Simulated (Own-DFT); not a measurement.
Hf36O71 (tetragonal hafnia with one neutral oxygen vacancy, atoms displaced) (calculated)

All values are calculated (Own-DFT development build). A calculation, not a measurement: plane-wave PBE and HSE06 DFT by an unreviewed code, no spin, of a simulated cell at Gamma alone, so results move with cell size and shape, stress positive in tension, energies less offsets, not probed for a lower state with spin; hafnium file: forces about 75 meV/angstrom off all-electron values; oxygen file: force components 24 meV/angstrom off all-electron in a glass; k mesh not checked against a denser one; forces and stress are PBE's, HSE06 gives the energy alone, and its difference from PBE has offsets of its own; offsets are fitted by least squares, one for each functional and potential file, so energies compare only between cells with the same atoms and settings and are not formation energies; the far tail of each file's local potential was reset to the Coulomb form; each entry is a single point on an unrelaxed cell, so the pressure reflects the starting lattice, taken from the Materials Project, from which strain is counted, and rises with the displacements; printed positions are rounded, which can move forces by about a meV/angstrom; the program is a retired in-house code; no spin-orbit coupling.

Settings shared by all entries: first functional PBE; second functional HSE06; exact exchange share 0.25; screening 0.11 1/bohr; exchange divergence Gygi-Baldereschi; potential files PseudoDojo norm-conserving, scalar-relativistic, made for PBE, standard set; wave cutoff 48 hartree; occupations fixed; k mesh 1 x 1 x 1 centred on Gamma.

(1) 
```cif
# cell vector a (Å): 10.7800 0.0000 0.0000
# cell vector b (Å): 0.0000 10.7800 0.0000
# cell vector c (Å): 0.0000 0.0000 10.4493
data_Hf36O71
_symmetry_space_group_name_H-M 'P 1'
_symmetry_Int_Tables_number 1
_cell_length_a 10.7800
_cell_length_b 10.7800
_cell_length_c 10.4493
_cell_angle_alpha 90.000
_cell_angle_beta 90.000
_cell_angle_gamma 90.000
_cell_volume 1214.30
loop_
_atom_site_label
_atom_site_type_symbol
_atom_site_fract_x
_atom_site_fract_y
_atom_site_fract_z
_atom_site_occupancy
Hf1 Hf 0.99979 0.99863 0.00265 1
Hf2 Hf 0.16288 0.16503 0.25248 1
O1 O 0.99887 0.16387 0.15470 1
O2 O 0.16309 0.00176 0.34805 1
O3 O 0.99785 0.16883 0.40178 1
O4 O 0.16494 0.99689 0.09871 1
Hf3 Hf 0.99866 0.00094 0.50130 1
Hf4 Hf 0.16223 0.16727 0.75493 1
O5 O 0.00084 0.16313 0.65335 1
O6 O 0.16871 0.99506 0.84703 1
O7 O 0.99778 0.16816 0.89817 1
O8 O 0.16762 0.00277 0.59370 1
Hf5 Hf 0.00153 0.33395 0.00044 1
Hf6 Hf 0.17096 0.49750 0.24800 1
O9 O 0.00273 0.50103 0.15436 1
O10 O 0.16753 0.33406 0.34647 1
O11 O 0.99761 0.50505 0.40032 1
O12 O 0.16869 0.33263 0.09292 1
Hf7 Hf 0.00291 0.33343 0.50034 1
Hf8 Hf 0.16357 0.49976 0.75179 1
O13 O 0.00123 0.49882 0.64962 1
O14 O 0.16546 0.33575 0.84599 1
O15 O 0.00351 0.50101 0.90510 1
O16 O 0.16781 0.33416 0.59919 1
Hf9 Hf 0.99814 0.66606 0.99847 1
Hf10 Hf 0.16415 0.83393 0.24996 1
O17 O 0.00372 0.83640 0.15053 1
O18 O 0.16960 0.66761 0.34740 1
O19 O 0.00230 0.83079 0.40271 1
O20 O 0.16659 0.66642 0.09894 1
Hf11 Hf 0.99880 0.66379 0.49966 1
Hf12 Hf 0.16754 0.83118 0.74993 1
O21 O 0.00154 0.82724 0.65660 1
O22 O 0.16276 0.66744 0.84805 1
O23 O 0.99645 0.83224 0.90677 1
O24 O 0.16486 0.66481 0.59504 1
Hf13 Hf 0.33164 0.00049 0.99808 1
Hf14 Hf 0.49791 0.16691 0.24460 1
O25 O 0.33426 0.16609 0.15357 1
O26 O 0.50002 0.00426 0.34506 1
O27 O 0.33105 0.16648 0.40095 1
O28 O 0.49843 0.00134 0.09910 1
Hf15 Hf 0.33130 0.99691 0.50321 1
Hf16 Hf 0.49765 0.16794 0.75312 1
O29 O 0.33367 0.16700 0.64833 1
O30 O 0.50126 0.99951 0.84954 1
O31 O 0.33449 0.17246 0.90219 1
O32 O 0.49683 0.99784 0.59835 1
Hf17 Hf 0.33291 0.33407 0.99892 1
Hf18 Hf 0.50250 0.50289 0.24969 1
O33 O 0.33135 0.49686 0.15146 1
O34 O 0.50076 0.33633 0.34796 1
O35 O 0.33137 0.50345 0.40018 1
O36 O 0.50315 0.33349 0.09838 1
Hf19 Hf 0.33141 0.32976 0.50633 1
Hf20 Hf 0.50045 0.49920 0.74758 1
O37 O 0.32980 0.49857 0.65474 1
O38 O 0.50097 0.33292 0.84560 1
O39 O 0.33257 0.50261 0.90141 1
O40 O 0.49512 0.33053 0.59892 1
Hf21 Hf 0.32927 0.66562 0.99982 1
Hf22 Hf 0.50247 0.82896 0.24422 1
O41 O 0.33376 0.83487 0.15433 1
O42 O 0.50257 0.66878 0.34674 1
O43 O 0.33036 0.83392 0.40210 1
O44 O 0.50238 0.66720 0.09926 1
Hf23 Hf 0.33745 0.66694 0.50039 1
Hf24 Hf 0.49813 0.83049 0.75286 1
O45 O 0.33125 0.83744 0.65633 1
O46 O 0.49959 0.66910 0.84440 1
O47 O 0.33487 0.82724 0.90216 1
O48 O 0.49827 0.66532 0.59855 1
Hf25 Hf 0.66457 0.99810 0.99743 1
Hf26 Hf 0.83400 0.16546 0.24721 1
O49 O 0.66397 0.16941 0.15935 1
O50 O 0.83418 0.00137 0.34451 1
O51 O 0.66713 0.16535 0.39673 1
O52 O 0.83263 0.00397 0.09402 1
Hf27 Hf 0.66314 0.99894 0.49945 1
Hf28 Hf 0.83449 0.16950 0.74290 1
O53 O 0.66782 0.16627 0.65285 1
O54 O 0.83053 0.99515 0.84732 1
O55 O 0.66887 0.16726 0.89955 1
O56 O 0.83784 0.00100 0.60030 1
Hf29 Hf 0.66519 0.33462 0.99799 1
Hf30 Hf 0.83183 0.50548 0.25177 1
O57 O 0.66951 0.50163 0.15564 1
O58 O 0.83532 0.33596 0.34908 1
O59 O 0.66468 0.49840 0.39940 1
O60 O 0.83173 0.33342 0.09957 1
Hf31 Hf 0.66318 0.33156 0.50382 1
Hf32 Hf 0.82992 0.49467 0.75102 1
O61 O 0.66708 0.49775 0.65050 1
O62 O 0.83088 0.32832 0.84636 1
O63 O 0.66500 0.50015 0.89714 1
O64 O 0.83730 0.33611 0.59851 1
Hf33 Hf 0.66715 0.67140 0.99358 1
Hf34 Hf 0.83088 0.83477 0.24789 1
O65 O 0.66645 0.83327 0.15237 1
O66 O 0.82892 0.67118 0.35001 1
O67 O 0.66494 0.82990 0.40305 1
O68 O 0.84166 0.66826 0.09235 1
Hf35 Hf 0.66589 0.66480 0.49801 1
Hf36 Hf 0.83144 0.83397 0.74807 1
O69 O 0.66827 0.82937 0.65275 1
O70 O 0.83402 0.66710 0.84566 1
O71 O 0.66865 0.83111 0.90607 1
_calc_PBE_energy_of_cell_above_offsets '-101.082'  # eV
_calc_HSE06_less_PBE_above_offsets '-0.157'  # eV
_calc_PBE_pressure 0.98  # GPa
_calc_PBE_stress_xx -1.29  # GPa
_calc_PBE_stress_yy -0.02  # GPa
_calc_PBE_stress_zz -1.64  # GPa
_calc_PBE_stress_yz 0.03  # GPa
_calc_PBE_stress_xz 0.06  # GPa
_calc_PBE_stress_xy -0.05  # GPa
```

Force:
```tsv
element	x (eV/Å)	y (eV/Å)	z (eV/Å)
Hf	-0.289	-0.288	-0.538
Hf	0.981	0.07	0.227
O	0.486	0.199	-0.721
O	-0.086	-0.199	-0.137
O	0.194	-0.328	0.342
O	0.671	0.52	-0.436
Hf	0.566	-0.46	-0.804
Hf	0.58	-0.307	-0.709
O	0.386	0.352	-0.442
O	0.172	1.024	0.258
O	0.598	-0.366	0.463
O	-0.822	-0.159	0.706
Hf	-0.632	0.182	0.401
Hf	-0.572	1.15	0.814
O	-0.463	-0.356	-0.178
O	-0.36	-0.256	0.186
O	0.054	-0.914	0.349
O	-0.476	-0.208	0.241
Hf	-0.509	0.941	-0.922
Hf	0.131	0.804	-0.6
O	-0.667	0.243	0.568
O	0.014	-0.634	0.321
O	-0.418	-0.803	-0.501
O	-0.63	-0.324	0.206
Hf	1.478	0.259	-0.015
Hf	0.561	-0.49	0.68
O	-1.305	0.144	0.329
O	-0.156	-0.262	-0.512
O	-0.284	0.517	0.19
O	0.108	0.1	-0.359
Hf	-0.003	0.468	0.305
Hf	-0.61	-0.537	-0.095
O	-0.552	0.142	-0.291
O	0.348	-0.119	-0.013
O	0.201	0.524	-0.254
O	0.797	0.145	0.261
Hf	0.039	-0.366	0.712
Hf	0.155	0.288	1.544
O	-1.093	0.01	-0.793
O	0.283	-1.197	0.195
O	-0.117	0.007	0.507
O	0.188	-0.154	-0.805
Hf	0.358	0.66	-1.235
Hf	0.176	-0.396	-0.649
O	-0.363	0.028	1.053
O	-0.18	-0.132	0.006
O	-0.129	-1.208	-0.284
O	0.902	-0.022	0.099
Hf	0.508	0.739	0.642
Hf	-0.36	-0.798	0.324
O	1.028	0.09	-0.4
O	-0.033	-0.26	0.02
O	0.349	-0.516	0.622
O	-0.633	0.241	-0.599
Hf	0.006	0.174	-1.737
Hf	-0.642	0.27	0.108
O	0.7	0.022	-0.006
O	-0.018	0.385	0.233
O	0.209	-0.434	0.084
O	1.057	0.273	0.388
Hf	0.021	-0.071	0.727
Hf	-1.09	1.193	1.026
O	0.009	-0.024	-0.467
O	-0.217	-0.298	0.209
O	0.359	-0.06	0.489
O	-0.296	0.017	-0.591
Hf	-1.793	-0.215	-0.817
Hf	-0.121	0.769	-0.82
O	0.545	-0.25	-0.343
O	0.475	-0.951	0.477
O	0.088	1.066	0.143
O	0.508	-0.026	0.164
Hf	0.304	1.181	0.158
Hf	-0.893	1.186	0.743
O	0.69	-0.271	-1.419
O	0.003	-0.781	0.256
O	0.166	0.19	1.604
O	-0.393	-0.237	0.308
Hf	-0.078	0.369	-0.56
Hf	-0.253	-1.193	1.141
O	-0.69	0.166	-0.482
O	-0.082	1.056	-0.207
O	-0.472	-0.23	0.614
O	-1.079	-0.142	-0.466
Hf	0.596	-0.519	0.531
Hf	0.954	-1.229	0.268
O	-0.3	0.266	-0.798
O	-0.05	-0.128	-0.252
O	0.045	0.256	0.703
O	0.348	-0.029	-0.752
Hf	0.458	-0.284	-1.573
Hf	0.75	0.718	-0.449
O	-0.245	0.112	-0.151
O	0.171	0.909	0.216
O	0.065	0.24	0.344
O	-0.625	-0.505	0.18
Hf	0.331	-1.61	1.063
Hf	1.11	0.125	0.425
O	0.554	-0.015	-0.601
O	-0.074	-0.138	-0.175
O	0.033	0.944	0.001
O	-2.32	0.14	0.876
Hf	0.809	-0.032	0.238
Hf	1.038	-0.139	0.11
O	-0.548	-0.119	-0.03
O	-0.301	-0.607	-0.65
O	-0.398	0.722	-0.764
```

(2) 
```cif
# cell vector a (Å): 10.7800 0.0000 0.0000
# cell vector b (Å): 0.0000 10.7800 0.0000
# cell vector c (Å): 0.0000 0.0000 10.4493
data_Hf36O71
_symmetry_space_group_name_H-M 'P 1'
_symmetry_Int_Tables_number 1
_cell_length_a 10.7800
_cell_length_b 10.7800
_cell_length_c 10.4493
_cell_angle_alpha 90.000
_cell_angle_beta 90.000
_cell_angle_gamma 90.000
_cell_volume 1214.30
loop_
_atom_site_label
_atom_site_type_symbol
_atom_site_fract_x
_atom_site_fract_y
_atom_site_fract_z
_atom_site_occupancy
Hf1 Hf 0.99744 0.99591 0.99148 1
Hf2 Hf 0.16230 0.15242 0.26237 1
O1 O 0.99660 0.16938 0.14594 1
O2 O 0.16772 0.98643 0.34722 1
O3 O 0.98519 0.16804 0.40110 1
O4 O 0.17474 0.99245 0.09187 1
Hf3 Hf 0.01740 0.00998 0.49446 1
Hf4 Hf 0.16768 0.16300 0.75392 1
O5 O 0.99460 0.17120 0.65755 1
O6 O 0.16353 0.99787 0.85721 1
O7 O 0.00198 0.15497 0.89585 1
O8 O 0.16592 0.99540 0.59246 1
Hf5 Hf 0.99775 0.34396 0.01975 1
Hf6 Hf 0.17218 0.50679 0.25108 1
O9 O 0.00183 0.50125 0.13551 1
O10 O 0.15937 0.32279 0.34216 1
O11 O 0.99897 0.50142 0.39325 1
O12 O 0.16072 0.33215 0.08422 1
Hf7 Hf 0.00260 0.32475 0.50850 1
Hf8 Hf 0.16792 0.49019 0.74258 1
O13 O 0.00046 0.50806 0.66001 1
O14 O 0.17250 0.33284 0.84694 1
O15 O 0.98633 0.50397 0.91114 1
O16 O 0.17264 0.34101 0.61920 1
Hf9 Hf 0.00759 0.65853 0.99583 1
Hf10 Hf 0.16885 0.85147 0.24194 1
O17 O 0.01113 0.84331 0.15631 1
O18 O 0.16519 0.65974 0.34965 1
O19 O 0.00562 0.82668 0.40017 1
O20 O 0.16481 0.68039 0.09939 1
Hf11 Hf 0.99244 0.67001 0.49851 1
Hf12 Hf 0.16829 0.84012 0.76888 1
O21 O 0.99858 0.83836 0.65760 1
O22 O 0.00410 0.84165 0.91680 1
O23 O 0.16111 0.66383 0.59503 1
Hf13 Hf 0.32997 0.99961 0.99613 1
Hf14 Hf 0.50325 0.16937 0.25807 1
O24 O 0.32185 0.16441 0.15089 1
O25 O 0.50856 0.00895 0.35332 1
O26 O 0.34401 0.16798 0.41263 1
O27 O 0.48728 0.00193 0.09892 1
Hf15 Hf 0.33867 0.00008 0.49747 1
Hf16 Hf 0.50171 0.16243 0.75115 1
O28 O 0.33551 0.16382 0.65513 1
O29 O 0.50553 0.98913 0.84510 1
O30 O 0.34165 0.16374 0.89364 1
O31 O 0.50236 0.00773 0.59924 1
Hf17 Hf 0.33327 0.33538 0.00378 1
Hf18 Hf 0.50324 0.50637 0.25223 1
O32 O 0.33916 0.51346 0.13905 1
O33 O 0.50194 0.34227 0.35206 1
O34 O 0.34446 0.49737 0.40874 1
O35 O 0.48535 0.34445 0.10287 1
Hf19 Hf 0.33565 0.33834 0.50655 1
Hf20 Hf 0.49775 0.50579 0.75567 1
O36 O 0.32694 0.49838 0.64551 1
O37 O 0.50386 0.33934 0.85504 1
O38 O 0.33611 0.49125 0.91370 1
O39 O 0.50160 0.33643 0.59755 1
Hf21 Hf 0.32779 0.68630 0.00367 1
Hf22 Hf 0.50676 0.83096 0.25257 1
O40 O 0.33288 0.84726 0.15648 1
O41 O 0.49550 0.67356 0.34710 1
O42 O 0.33445 0.83898 0.39901 1
O43 O 0.51583 0.66420 0.08745 1
Hf23 Hf 0.33983 0.67546 0.49714 1
Hf24 Hf 0.50010 0.83074 0.75350 1
O44 O 0.32354 0.84095 0.64462 1
O45 O 0.51501 0.67114 0.84677 1
O46 O 0.34931 0.82933 0.89463 1
O47 O 0.49669 0.67907 0.60270 1
Hf25 Hf 0.66752 0.99131 0.00178 1
Hf26 Hf 0.83533 0.16937 0.26110 1
O48 O 0.67080 0.16512 0.15351 1
O49 O 0.83293 0.00663 0.33065 1
O50 O 0.66489 0.16598 0.38357 1
O51 O 0.83938 0.99523 0.09059 1
Hf27 Hf 0.67340 0.99118 0.48485 1
Hf28 Hf 0.82856 0.18148 0.75922 1
O52 O 0.65214 0.16305 0.67026 1
O53 O 0.83876 0.00030 0.85210 1
O54 O 0.65784 0.16424 0.89621 1
O55 O 0.84243 0.99365 0.60130 1
Hf29 Hf 0.65795 0.34100 0.00604 1
Hf30 Hf 0.82365 0.50004 0.24827 1
O56 O 0.65454 0.49211 0.14503 1
O57 O 0.81856 0.32307 0.35133 1
O58 O 0.67008 0.49001 0.39898 1
O59 O 0.84320 0.32731 0.09694 1
Hf31 Hf 0.66595 0.33964 0.50701 1
Hf32 Hf 0.83327 0.51149 0.73941 1
O60 O 0.67044 0.51194 0.65832 1
O61 O 0.84587 0.32825 0.84380 1
O62 O 0.67725 0.49262 0.89773 1
O63 O 0.82734 0.32390 0.59619 1
Hf33 Hf 0.66297 0.66131 0.99315 1
Hf34 Hf 0.84723 0.83000 0.24180 1
O64 O 0.66047 0.83602 0.15819 1
O65 O 0.83775 0.66353 0.32627 1
O66 O 0.66600 0.84477 0.41394 1
O67 O 0.82467 0.66292 0.09352 1
Hf35 Hf 0.66014 0.67241 0.48451 1
Hf36 Hf 0.83337 0.82068 0.74562 1
O68 O 0.66535 0.83330 0.66138 1
O69 O 0.82800 0.67032 0.84763 1
O70 O 0.66346 0.82800 0.90854 1
O71 O 0.83702 0.66331 0.59184 1
_calc_PBE_energy_of_cell_above_offsets '-85.438'  # eV
_calc_HSE06_less_PBE_above_offsets '0.618'  # eV
_calc_PBE_pressure 6.63  # GPa
_calc_PBE_stress_xx -4.55  # GPa
_calc_PBE_stress_yy -8.93  # GPa
_calc_PBE_stress_zz -6.42  # GPa
_calc_PBE_stress_yz -0.77  # GPa
_calc_PBE_stress_xz 0.94  # GPa
_calc_PBE_stress_xy -0.21  # GPa
```

Force:
```tsv
element	x (eV/Å)	y (eV/Å)	z (eV/Å)
Hf	-0.948	4.42	1.802
Hf	0.547	3.101	-4.41
O	1.759	-0.793	2.008
O	-0.514	5.015	3.159
O	1.823	0.102	0.394
O	-1.867	0.156	1.518
Hf	-4.588	-3.093	2.486
Hf	-0.372	1.474	1.023
O	1.964	0.502	-1.942
O	1.473	0.365	-0.869
O	0.642	1.851	-0.065
O	0.963	1.382	0.777
Hf	0.917	-2.134	-4.581
Hf	-0.588	-0.833	-0.594
O	0.241	1.043	2.9
O	0.316	0.998	1.235
O	-0.69	-1.163	1.024
O	2.827	0.6	2.346
Hf	-0.193	1.381	-0.106
Hf	0.294	1.109	1.822
O	-0.394	-1.006	-1.252
O	-0.412	-0.362	-0.157
O	0.671	-0.495	-2.442
O	-1.57	-1.301	-3.239
Hf	-1.19	1.468	0.807
Hf	0.528	-6.044	-1.174
O	-2.476	-0.47	-0.399
O	1.051	1.03	-0.625
O	-1.059	1.689	-0.2
O	0.665	-0.654	-0.422
Hf	4.179	-0.786	-0.412
Hf	-1.067	-2.206	-3.013
O	1.384	-1.086	0.557
O	0.54	-5.451	-2.693
O	0.828	0.039	0.012
Hf	2.039	2.027	0.126
Hf	0.27	0.501	-1.54
O	0.159	0.109	1.392
O	-0.695	-2.576	-0.544
O	-0.984	0.206	-1.111
O	1.938	0.051	0.05
Hf	1.701	0.146	2.455
Hf	-2.125	-0.455	2.136
O	-1.38	0.196	-0.621
O	-0.182	1.243	0.551
O	-0.73	-0.11	1.295
O	-0.128	-1.173	-1.168
Hf	-1.685	-2.018	-0.959
Hf	-2.481	-2.415	-1.257
O	-1.066	0.378	2.947
O	-0.027	-0.715	-0.446
O	-0.629	1.265	-1.214
O	2.607	-0.93	0.982
Hf	0.546	-0.829	0.236
Hf	-0.483	-1.57	0.348
O	2.233	0.716	0.985
O	0.137	0.335	-0.596
O	-0.01	4.004	-2.505
O	-0.37	0.642	0.639
Hf	0.453	-4.035	1.087
Hf	-2.005	3.824	-1.748
O	1.91	-2.144	-1.102
O	1.354	-1.058	1.195
O	0.594	-0.778	-0.256
O	-4.103	0.876	2.598
Hf	-3.508	-0.25	1.112
Hf	0.001	1.501	-1.523
O	0.725	-0.581	1.173
O	-0.822	-2.198	-0.099
O	-1.649	1.168	-0.016
O	0.99	-0.939	-1.607
Hf	0.218	2.01	-0.558
Hf	-1.045	0.489	-4.328
O	-1.137	0.401	-0.729
O	-0.176	-3.966	2.052
O	-0.247	0.261	2.997
O	-1.579	-1.081	0.849
Hf	0.686	8.971	5.765
Hf	-0.529	-5.235	-0.7
O	4.701	1.099	-3.528
O	-1.055	-1.041	-0.72
O	0.531	0.531	2.273
O	-0.763	0.295	-2.626
Hf	-0.177	-2.845	-0.769
Hf	1.697	-2.309	-1.198
O	2.246	-0.144	0.766
O	0.857	3.676	0.646
O	0.034	3.953	-0.4
O	-4.74	1.059	1.972
Hf	-0.603	-2.907	-1.111
Hf	0.668	-1.507	3.166
O	-1.96	-0.268	-1.945
O	-0.222	4.017	1.319
O	-0.131	0.73	0.031
O	1.068	0.829	0.246
Hf	2.531	0.137	-1.34
Hf	-0.049	2.277	-1.399
O	1.832	0.381	0.428
O	-1.272	0.893	2.609
O	-0.275	-7.921	-4.131
O	1.278	0.349	0.416
Hf	0.277	-1.255	3.429
Hf	0.08	4.904	0.169
O	0.591	-0.653	-1.444
O	0.667	-1.258	-0.288
O	0.386	0.528	-0.088
O	-2.669	0.341	-0.1
```
